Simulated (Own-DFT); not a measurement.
GaN (wurtzite, strained, atoms displaced) (calculated)

All values are calculated (Own-DFT development build). A calculation, not a measurement: plane-wave PBE density functional theory by an unreviewed code, no spin, of a simulated periodic cell, stress positive in tension, free energy of the whole cell less one offset for each atom, forces on such cells passed a denser k mesh, this cell's mesh not checked; offsets are fitted by least squares, one for each functional and potential file, so energies compare only between cells with the same atoms and settings and are not formation energies; the far tail of each file's local potential was reset to the Coulomb form; each entry is a single point on an unrelaxed cell, so the pressure reflects the starting lattice, mostly measured values (interpolated for alloys), from which strain is counted, and rises with the displacements; printed positions are rounded, which can move forces by about a meV/angstrom; the program, named Own-DFT, is a retired in-house code; no spin-orbit coupling.

Common to all runs: functional PBE; potential files PseudoDojo norm-conserving, scalar-relativistic, standard set; wave cutoff 42 hartree; occupations Fermi-Dirac; smearing width 0.1 eV; k mesh 3 x 4 x 3 centred on Gamma.

```json
{"entry": 1, "formula": "GaN", "kind": "wurtzite, strained, atoms displaced", "structure": {"cell_angstrom": [[12.7015, 0.1063, -0.1967], [-4.6941, 8.1559, 0.2035], [-0.1599, 0.1624, 10.3019]], "atoms_fractional": [["Ga", 0.09272, 0.22939, 0.00016], ["Ga", 0.16859, 0.11085, 0.25344], ["N", 0.08035, 0.21664, 0.19951], ["N", 0.17105, 0.11069, 0.44416], ["Ga", 0.0856, 0.21798, 0.49873], ["Ga", 0.1696, 0.11636, 0.74737], ["N", 0.07903, 0.2176, 0.68683], ["N", 0.17537, 0.11942, 0.94066], ["Ga", 0.07827, 0.55225, 0.99601], ["Ga", 0.15991, 0.43825, 0.24593], ["N", 0.08852, 0.55227, 0.18763], ["N", 0.17255, 0.45663, 0.43855], ["Ga", 0.08036, 0.55562, 0.50114], ["Ga", 0.16938, 0.43835, 0.74434], ["N", 0.09146, 0.57144, 0.68774], ["N", 0.16617, 0.44441, 0.93504], ["Ga", 0.07477, 0.8826, 0.99997], ["Ga", 0.17923, 0.78557, 0.25122], ["N", 0.08413, 0.89474, 0.18645], ["N", 0.16326, 0.77813, 0.43529], ["Ga", 0.08247, 0.88501, 0.49577], ["Ga", 0.16358, 0.78551, 0.75555], ["N", 0.08682, 0.89354, 0.68894], ["N", 0.16246, 0.77815, 0.93588], ["Ga", 0.33855, 0.22802, 0.9982], ["Ga", 0.41513, 0.11349, 0.24938], ["N", 0.33072, 0.22015, 0.18414], ["N", 0.42143, 0.10927, 0.4488], ["Ga", 0.33803, 0.23329, 0.50429], ["Ga", 0.4164, 0.10847, 0.74965], ["N", 0.33312, 0.22777, 0.69492], ["N", 0.4187, 0.11225, 0.92936], ["Ga", 0.33564, 0.56028, 0.00414], ["Ga", 0.41124, 0.44588, 0.24272], ["N", 0.33245, 0.54873, 0.19052], ["N", 0.419, 0.44173, 0.42954], ["Ga", 0.3303, 0.55274, 0.50242], ["Ga", 0.41655, 0.43759, 0.74484], ["N", 0.33182, 0.56529, 0.70233], ["N", 0.42205, 0.44538, 0.94081], ["Ga", 0.33373, 0.88789, 0.00561], ["Ga", 0.41265, 0.76977, 0.24295], ["N", 0.32921, 0.88725, 0.1903], ["N", 0.40978, 0.7696, 0.4328], ["Ga", 0.3362, 0.88573, 0.49941], ["Ga", 0.4162, 0.77682, 0.74449], ["N", 0.33573, 0.89045, 0.68838], ["N", 0.41386, 0.77638, 0.93471], ["Ga", 0.58007, 0.21868, 0.99426], ["Ga", 0.66584, 0.11349, 0.25819], ["N", 0.58662, 0.21787, 0.19055], ["N", 0.66382, 0.10442, 0.43385], ["Ga", 0.58578, 0.22127, 0.49503], ["Ga", 0.66834, 0.11041, 0.74545], ["N", 0.57462, 0.21129, 0.68405], ["N", 0.66581, 0.11384, 0.93025], ["Ga", 0.58594, 0.55504, 0.00508], ["Ga", 0.6709, 0.44464, 0.2467], ["N", 0.57712, 0.55477, 0.1951], ["N", 0.66373, 0.44063, 0.43555], ["Ga", 0.58702, 0.5534, 0.50152], ["Ga", 0.66596, 0.44565, 0.75709], ["N", 0.5876, 0.56118, 0.68579], ["N", 0.6682, 0.43648, 0.95], ["Ga", 0.58304, 0.88858, 0.99219], ["Ga", 0.66715, 0.78665, 0.25638], ["N", 0.57917, 0.88717, 0.18949], ["N", 0.668, 0.78555, 0.44454], ["Ga", 0.58144, 0.88662, 0.5112], ["Ga", 0.66495, 0.77033, 0.75128], ["N", 0.58245, 0.8941, 0.6846], ["N", 0.66368, 0.77411, 0.93941], ["Ga", 0.83219, 0.22847, 0.00092], ["Ga", 0.91597, 0.1056, 0.24862], ["N", 0.83589, 0.22975, 0.19613], ["N", 0.9148, 0.10514, 0.43761], ["Ga", 0.83656, 0.22632, 0.49328], ["Ga", 0.92087, 0.11622, 0.75723], ["N", 0.83276, 0.23033, 0.68495], ["N", 0.918, 0.10957, 0.94072], ["Ga", 0.83216, 0.55125, 0.00789], ["Ga", 0.91354, 0.43703, 0.25132], ["N", 0.83557, 0.5612, 0.19212], ["N", 0.91904, 0.44327, 0.4416], ["Ga", 0.82986, 0.55261, 0.49417], ["Ga", 0.91142, 0.43699, 0.74101], ["N", 0.83072, 0.55038, 0.69173], ["N", 0.916, 0.44598, 0.93571], ["Ga", 0.83466, 0.89033, 0.00261], ["Ga", 0.91408, 0.77241, 0.25347], ["N", 0.83569, 0.88778, 0.18731], ["N", 0.91807, 0.78001, 0.44804], ["Ga", 0.83373, 0.88463, 0.49761], ["Ga", 0.91606, 0.77095, 0.74695], ["N", 0.83407, 0.88844, 0.691], ["N", 0.91829, 0.78111, 0.93805]]}, "results": {"free_energy_of_cell_above_offsets [eV]": "25.558", "pressure [GPa]": 11.83, "stress_xx [GPa]": -10.37, "stress_yy [GPa]": -14.22, "stress_zz [GPa]": -10.9, "stress_yz [GPa]": 3.03, "stress_xz [GPa]": -3.22, "stress_xy [GPa]": 2.12, "force_element": ["Ga", "Ga", "N", "N", "Ga", "Ga", "N", "N", "Ga", "Ga", "N", "N", "Ga", "Ga", "N", "N", "Ga", "Ga", "N", "N", "Ga", "Ga", "N", "N", "Ga", "Ga", "N", "N", "Ga", "Ga", "N", "N", "Ga", "Ga", "N", "N", "Ga", "Ga", "N", "N", "Ga", "Ga", "N", "N", "Ga", "Ga", "N", "N", "Ga", "Ga", "N", "N", "Ga", "Ga", "N", "N", "Ga", "Ga", "N", "N", "Ga", "Ga", "N", "N", "Ga", "Ga", "N", "N", "Ga", "Ga", "N", "N", "Ga", "Ga", "N", "N", "Ga", "Ga", "N", "N", "Ga", "Ga", "N", "N", "Ga", "Ga", "N", "N", "Ga", "Ga", "N", "N", "Ga", "Ga", "N", "N"], "force_x [eV/angstrom]": [-0.616, 0.236, 0.164, -0.021, -0.854, -0.164, 0.195, -0.876, 0.95, 1.945, -2.775, -0.886, 1.168, -1.753, -0.681, 0.195, 1.646, -3.37, 0.059, 0.932, 0.616, 2.249, -1.62, 0.582, 0.196, 1.022, 0.017, -1.507, 0.71, -0.057, 0.288, -0.459, 0.043, 2.725, -2.918, -0.403, 1.029, -0.267, 1.931, -0.457, -0.698, 0.527, 2.124, 1.151, -1.029, -0.105, -1.299, 0.255, 0.44, 1.15, -2.039, 0.556, 0.046, -0.405, 0.88, 0.663, -0.3, -1.54, 1.385, 0.793, -0.897, 0.685, -0.71, -0.701, -0.346, 0.398, -0.043, 0.235, -0.435, 0.218, 0.581, 0.705, 0.472, -0.188, -0.367, 0.297, -0.073, -0.796, 0.782, -0.274, 0.51, 1.221, 0.242, -1.058, 0.308, 1.593, -1.06, -0.43, -0.226, 1.177, -1.202, -0.023, -0.792, 0.152, -0.535, -1.187], "force_y [eV/angstrom]": [-1.221, -0.306, 0.425, 0.384, 0.599, -0.953, 0.774, -1.003, 0.319, -0.223, 1.393, -1.949, 0.637, 0.818, -2.049, 0.776, 1.572, -1.972, -1.123, 0.199, 0.553, -0.59, 0.411, 0.335, -1.068, 0.079, 0.386, 0.466, -1.856, -0.51, -1.011, -0.343, -1.08, -1.665, 1.095, 1.341, 0.173, 2.49, -2.441, 0.997, 0.003, 0.556, 1.437, 0.831, -0.283, 1.567, -0.089, 0.785, -1.268, -1.406, 0.878, 0.814, -0.569, 0.537, 2.07, -0.13, -0.3, -0.344, 0.623, 0.829, 0.342, -1.202, -1.415, 1.817, 0.007, -1.078, 0.767, -1.026, -0.362, 1.789, -1.005, 0.564, -1.131, 0.302, -2.19, 1.005, -2.052, -1.029, -2.274, 1.251, 0.837, 2.373, -1.009, 0.889, -0.282, 2.182, 0.358, 0.05, -0.662, 1.527, -0.246, -0.928, 0.613, 0.861, 0.291, -1.332], "force_z [eV/angstrom]": [0.73, -0.025, -1.574, -0.491, -0.442, 1.056, -0.24, -0.634, 0.205, 1.386, -0.57, -0.094, 0.272, 0.797, 0.17, 0.27, 0.235, 0.164, 0.804, 0.143, 1.171, -0.938, -0.72, 1.647, -0.122, 1.049, 0.567, -1.809, -0.187, -1.081, -1.41, 2.101, -1.229, 1.13, -1.109, 1.473, 0.207, 1.653, -2.486, -0.709, -1.633, 1.102, -0.821, 0.488, 0.456, 1.295, -0.156, 0.606, 1.176, -1.941, -1.02, 2.287, 0.891, -0.109, 0.364, 0.953, 0.449, 0.088, -0.5, -0.161, -1.126, -0.431, 0.373, -1.195, 1.032, -0.474, -0.908, -0.378, -3.131, 0.023, 2.353, -0.215, 0.139, 0.376, -1.453, -0.013, 0.834, -1.09, -0.597, 0.749, -1.245, 0.403, 0.099, -0.927, 1.209, 1.329, -1.055, -0.127, -0.739, 0.339, 0.655, -1.606, 1.538, 0.378, -0.109, -0.187]}}
{"entry": 2, "formula": "GaN", "kind": "wurtzite, strained, atoms displaced", "structure": {"cell_angstrom": [[12.5717, -0.1082, -0.2366], [-4.7846, 8.3897, 0.2189], [-0.1923, 0.1629, 10.4734]], "atoms_fractional": [["Ga", 0.09121, 0.22758, 0.00152], ["Ga", 0.15794, 0.10388, 0.24189], ["N", 0.07981, 0.22502, 0.18763], ["N", 0.16418, 0.10291, 0.43632], ["Ga", 0.08343, 0.22039, 0.50334], ["Ga", 0.16509, 0.11585, 0.74865], ["N", 0.09183, 0.22988, 0.68597], ["N", 0.16612, 0.10509, 0.93874], ["Ga", 0.09046, 0.55488, 0.99315], ["Ga", 0.16761, 0.44902, 0.25448], ["N", 0.08741, 0.54672, 0.19071], ["N", 0.16012, 0.44053, 0.43798], ["Ga", 0.07886, 0.56038, 0.50628], ["Ga", 0.1662, 0.44029, 0.74626], ["N", 0.07322, 0.54937, 0.68236], ["N", 0.16562, 0.44342, 0.93463], ["Ga", 0.08108, 0.88966, 0.99943], ["Ga", 0.1655, 0.77663, 0.25286], ["N", 0.08503, 0.8907, 0.19014], ["N", 0.16977, 0.77116, 0.44132], ["Ga", 0.08589, 0.8896, 0.49961], ["Ga", 0.16151, 0.77994, 0.74159], ["N", 0.07605, 0.88455, 0.68256], ["N", 0.16611, 0.77585, 0.93042], ["Ga", 0.33435, 0.23129, 0.00346], ["Ga", 0.41989, 0.1141, 0.24469], ["N", 0.33878, 0.22939, 0.18443], ["N", 0.42298, 0.10772, 0.43989], ["Ga", 0.3309, 0.21547, 0.49379], ["Ga", 0.41973, 0.11348, 0.7495], ["N", 0.33751, 0.21507, 0.69926], ["N", 0.4142, 0.11123, 0.94657], ["Ga", 0.33718, 0.57007, 0.99966], ["Ga", 0.41316, 0.43952, 0.24785], ["N", 0.3356, 0.55731, 0.19225], ["N", 0.41318, 0.43689, 0.4373], ["Ga", 0.32645, 0.54971, 0.50362], ["Ga", 0.40716, 0.43402, 0.74741], ["N", 0.33831, 0.56253, 0.68843], ["N", 0.42012, 0.44616, 0.9484], ["Ga", 0.32988, 0.88341, 0.00683], ["Ga", 0.41413, 0.77241, 0.24493], ["N", 0.34587, 0.90614, 0.19132], ["N", 0.41915, 0.77758, 0.43083], ["Ga", 0.34041, 0.89581, 0.49948], ["Ga", 0.41028, 0.77664, 0.75022], ["N", 0.33872, 0.89254, 0.68622], ["N", 0.41949, 0.77621, 0.93394], ["Ga", 0.58012, 0.21524, 0.0059], ["Ga", 0.66054, 0.10643, 0.24356], ["N", 0.59045, 0.23489, 0.18931], ["N", 0.66529, 0.10942, 0.44114], ["Ga", 0.58107, 0.2211, 0.50481], ["Ga", 0.6651, 0.10144, 0.74557], ["N", 0.58036, 0.21591, 0.68599], ["N", 0.66483, 0.10621, 0.93524], ["Ga", 0.57923, 0.5443, 0.00014], ["Ga", 0.66523, 0.43336, 0.24269], ["N", 0.58688, 0.55803, 0.18774], ["N", 0.67615, 0.45687, 0.4409], ["Ga", 0.58039, 0.55474, 0.49029], ["Ga", 0.66713, 0.45053, 0.74951], ["N", 0.58111, 0.55181, 0.68578], ["N", 0.66655, 0.44011, 0.94304], ["Ga", 0.58885, 0.89767, 0.00686], ["Ga", 0.66857, 0.78256, 0.25491], ["N", 0.57961, 0.88638, 0.19086], ["N", 0.66336, 0.77089, 0.44528], ["Ga", 0.58589, 0.89222, 0.49808], ["Ga", 0.66559, 0.77067, 0.7501], ["N", 0.57391, 0.88059, 0.69084], ["N", 0.66841, 0.78087, 0.94156], ["Ga", 0.83522, 0.22005, 0.0106], ["Ga", 0.91247, 0.10814, 0.24962], ["N", 0.82974, 0.22578, 0.18902], ["N", 0.91215, 0.10815, 0.43496], ["Ga", 0.83638, 0.20548, 0.502], ["Ga", 0.91976, 0.10767, 0.7469], ["N", 0.82322, 0.22216, 0.69452], ["N", 0.91391, 0.10719, 0.93741], ["Ga", 0.82716, 0.54998, 0.00267], ["Ga", 0.91417, 0.43388, 0.25649], ["N", 0.84205, 0.56451, 0.18498], ["N", 0.92022, 0.45179, 0.43126], ["Ga", 0.8281, 0.54646, 0.49704], ["Ga", 0.92029, 0.43435, 0.74444], ["N", 0.83147, 0.55005, 0.68837], ["N", 0.91218, 0.43737, 0.94087], ["Ga", 0.83461, 0.88937, 0.00878], ["Ga", 0.91343, 0.77323, 0.24832], ["N", 0.83798, 0.8963, 0.18893], ["N", 0.92029, 0.78708, 0.43752], ["Ga", 0.83899, 0.89727, 0.49454], ["Ga", 0.91698, 0.76991, 0.74592], ["N", 0.82935, 0.88741, 0.69029], ["N", 0.91453, 0.77078, 0.94332]]}, "results": {"free_energy_of_cell_above_offsets [eV]": "25.871", "pressure [GPa]": 7.15, "stress_xx [GPa]": -10.49, "stress_yy [GPa]": -7.28, "stress_zz [GPa]": -3.67, "stress_yz [GPa]": 2.98, "stress_xz [GPa]": -3.98, "stress_xy [GPa]": -2.49, "force_element": ["Ga", "Ga", "N", "N", "Ga", "Ga", "N", "N", "Ga", "Ga", "N", "N", "Ga", "Ga", "N", "N", "Ga", "Ga", "N", "N", "Ga", "Ga", "N", "N", "Ga", "Ga", "N", "N", "Ga", "Ga", "N", "N", "Ga", "Ga", "N", "N", "Ga", "Ga", "N", "N", "Ga", "Ga", "N", "N", "Ga", "Ga", "N", "N", "Ga", "Ga", "N", "N", "Ga", "Ga", "N", "N", "Ga", "Ga", "N", "N", "Ga", "Ga", "N", "N", "Ga", "Ga", "N", "N", "Ga", "Ga", "N", "N", "Ga", "Ga", "N", "N", "Ga", "Ga", "N", "N", "Ga", "Ga", "N", "N", "Ga", "Ga", "N", "N", "Ga", "Ga", "N", "N", "Ga", "Ga", "N", "N"], "force_x [eV/angstrom]": [-1.139, 0.932, 0.5, -0.594, 0.486, 1.859, -1.503, -0.596, -2.159, 1.606, -2.304, 0.013, 1.059, -0.223, 2.586, 1.088, 0.729, 0.811, -0.055, -0.676, 0.186, 1.462, 0.658, -0.286, 0.764, -0.213, -1.016, -2.062, 0.856, 1.248, -2.846, -0.167, 0.825, 0.891, -0.657, -0.821, 0.889, 1.614, -1.06, -2.601, 0.348, -0.196, -1.063, -0.643, 0.541, 1.175, -2.072, -0.88, 0.621, 0.447, -0.238, 0.308, 1.653, -1.771, 0.479, -0.228, 1.511, 0.155, -0.259, -3.25, 0.835, 0.573, -0.918, -1.19, 0.372, 0.299, 0.657, 0.189, -0.337, -1.175, 1.36, -0.238, -0.167, 0.227, 0.399, 1.706, -3.007, -1.249, 3.417, 0.833, 1.974, 0.099, -0.435, -0.504, 2.522, -3.079, 0.572, 0.69, 0.147, 0.44, -0.631, -0.174, -0.144, -1.51, 1.228, -0.506], "force_y [eV/angstrom]": [-1.045, 1.091, 0.206, 1.117, 0.084, -1.74, -0.558, 1.19, -0.19, -1.416, 2.167, -0.12, -0.877, 1.509, 1.346, 0.057, -1.082, -0.533, -0.516, 1.492, -0.948, -0.29, 1.678, 0.15, -1.388, 0.916, -1.058, 0.837, 0.154, -1.451, 0.947, -0.418, -2.023, 0.754, -0.137, 0.001, 0.995, 0.985, -1.174, -0.124, 0.893, 0.306, -2.416, -0.626, -1.684, -0.113, 0.044, 1.399, 0.372, 0.044, -3.072, 0.689, 1.26, -0.772, 1.17, 1.012, 2.35, 4.108, 0.057, -2.941, -0.769, -1.576, 0.147, -0.678, -1.52, -1.216, 0.737, 1.872, -1.115, 0.104, 0.542, -0.856, 0.142, 0.711, -1.059, 0.536, 2.388, -0.228, -0.461, 0.722, 0.413, 1.649, -1.449, -1.509, 2.312, -0.019, 0.348, 0.565, -0.416, 0.302, -0.447, -1.162, -2.476, -0.422, 0.642, 0.579], "force_z [eV/angstrom]": [-0.29, 0.916, 0.156, -0.327, -1.427, 0.804, -0.229, -0.334, 0.995, 0.23, -1.278, 0.873, -1.709, 0.448, 1.031, -0.528, 0.106, -0.077, -0.657, -0.319, -0.514, 0.66, 0.326, 0.546, -0.773, 1.168, 1.088, -1.457, 0.804, 1.723, -2.036, -0.733, 0.502, 0.32, -1.066, -0.038, -0.976, 0.921, -0.064, -2.077, -1.203, 1.3, -0.527, 0.869, -0.024, 0.336, -0.167, 0.95, -1.522, 1.683, -0.634, -0.906, -0.284, 1.185, 0.739, 0.78, 0.53, 1.879, 0.629, -1.878, 1.434, 0.416, -0.124, -0.952, -1.307, -0.202, -0.263, -1.217, 0.836, 0.641, -0.827, -0.036, -2.402, -0.373, 0.81, -0.266, 0.737, 1.261, -2.13, 0.173, -0.352, -1.641, 0.814, 1.82, 1.264, 2.372, -0.333, -0.488, -1.874, 0.786, 0.858, -0.349, 1.353, 1.089, -1.034, -0.936]}}
```
